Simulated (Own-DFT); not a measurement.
# A change of arrangement and its cost: C16Si16, 32 atoms

Everything here is calculated. The program is Own-DFT (plane waves, in-house, since retired, never reviewed by a person); positions were held fixed, and spin and spin-orbit coupling were off.

All runs used: PBE; PseudoDojo norm-conserving scalar-relativistic files; cutoff 42 hartree; 5 x 5 x 3 k mesh centred on Gamma; Fermi-Dirac smearing of 0.1 eV.

Caveats: forces on such cells passed a denser k mesh, each cell not checked; stress not checked against mesh or cutoff.

All cells hold the same atoms in the same cell, with vectors in Å (6.165, 0.000, 0.000); (-3.083, 5.339, 0.000); (0.000, 0.000, 10.068). Every atom was moved at random from its ideal site; u is the rms move along one axis. E is the free energy of the cell above the lowest run. The arrangements:

- A: 2H SiC
- B: 4H SiC

```
arrangement,u (Å),E (eV),P (GPa)
A,0.0280,0.045,3.71
A,0.0308,0.451,4.16
A,0.0321,0.402,3.95
A,0.0545,3.110,6.01
A,0.0552,2.610,5.60
A,0.0593,3.708,6.44
B,0.0304,0.000,3.61
B,0.0306,0.034,3.77
B,0.0316,0.191,3.89
B,0.0642,4.368,6.91
B,0.0649,4.045,6.66
B,0.0690,5.466,8.15
```

Asked: which arrangement lies lowest after the energy of the random moves is removed?

## Worked answer

Fit E = a + b u², with one b for all and one a for each arrangement, and with residuals divided by u², since the noise grows with the moves. Then b = 1307 eV/Å², the scatter at u = 0.04 Å is 0.14 eV, and against A:

- B: -0.25 ± 0.06 eV (lower)

The cells share one lattice and weren't relaxed, which can shift such small differences either way.
